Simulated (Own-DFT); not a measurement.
# One host, several defects: C40 NbSi2

Calculated, not measured: single-point runs of Own-DFT, a retired in-house plane-wave DFT program that no person has reviewed, on unrelaxed cells, without spin or spin-orbit coupling.

Method: PBE; PseudoDojo norm-conserving scalar-relativistic files; cutoff 42 hartree; 4 x 4 x 5 k mesh centred on Gamma; cold (Marzari-Vanderbilt) smearing of 0.2 eV.

Keep in mind: forces on such cells failed a check on a denser k mesh; stress not checked against mesh or cutoff.

All runs share one cell, with vectors in Å (0.000, 8.324, 0.000); (-9.613, 0.000, 0.000); (0.000, 0.000, 6.586) and a volume of 527.0 Å³. Atoms were moved at random from their sites; u is the rms move along one axis. The defect's site can differ from row to row.

```
cell,formula,u (Å),P (GPa)
no defect,Nb12Si24,0.0185,1.47
no defect,Nb12Si24,0.0218,1.59
no defect,Nb12Si24,0.0484,2.48
two Nb on a Si site each,Nb14Si22,0.0303,7.45
two Nb on a Si site each,Nb14Si22,0.0527,8.51
two Nb on a Si site each,Nb14Si22,0.0533,8.30
one Si vacancy,Nb12Si23,0.0279,1.01
one Si vacancy,Nb12Si23,0.0323,0.98
one Si vacancy,Nb12Si23,0.0477,1.80
one Si vacancy,Nb12Si23,0.0522,?
two Si on a Nb site each,Nb10Si26,0.0316,1.56
two Si on a Nb site each,Nb10Si26,0.0477,2.58
two Si on a Nb site each,Nb10Si26,0.0493,1.98
```

## Analysis

P = P0 + c u² + a shift for each defect gives P0 = 1.31 GPa, c = 509 ± 75 GPa/Å² and a scatter of 0.20 GPa. The shifts, and each times the cell's volume:

- two Nb on a Si site each: 5.67 ± 0.19 GPa, 18.6 eV (9.3 eV for each of its 2 sites)
- two Si on a Nb site each: -0.24 ± 0.18 GPa, -0.8 eV (-0.4 eV for each of its 2 sites) (not resolved)
- one Si vacancy: -0.75 ± 0.17 GPa, -2.5 eV

A positive shift means that the defect pushes the cell outwards. Shift times volume (160.2 GPa Å³ is 1 eV) depends little on the cell's size, so, taken for each site, it can be compared between cells at like pressure. The atoms around the defects weren't relaxed, which would change these numbers.

## Withheld run

Q: what pressure belongs in the blank (one Si vacancy, u = 0.0522 Å)?

The fitted form gives 1.95 ± 0.26 GPa. Computed: 2.21 GPa.
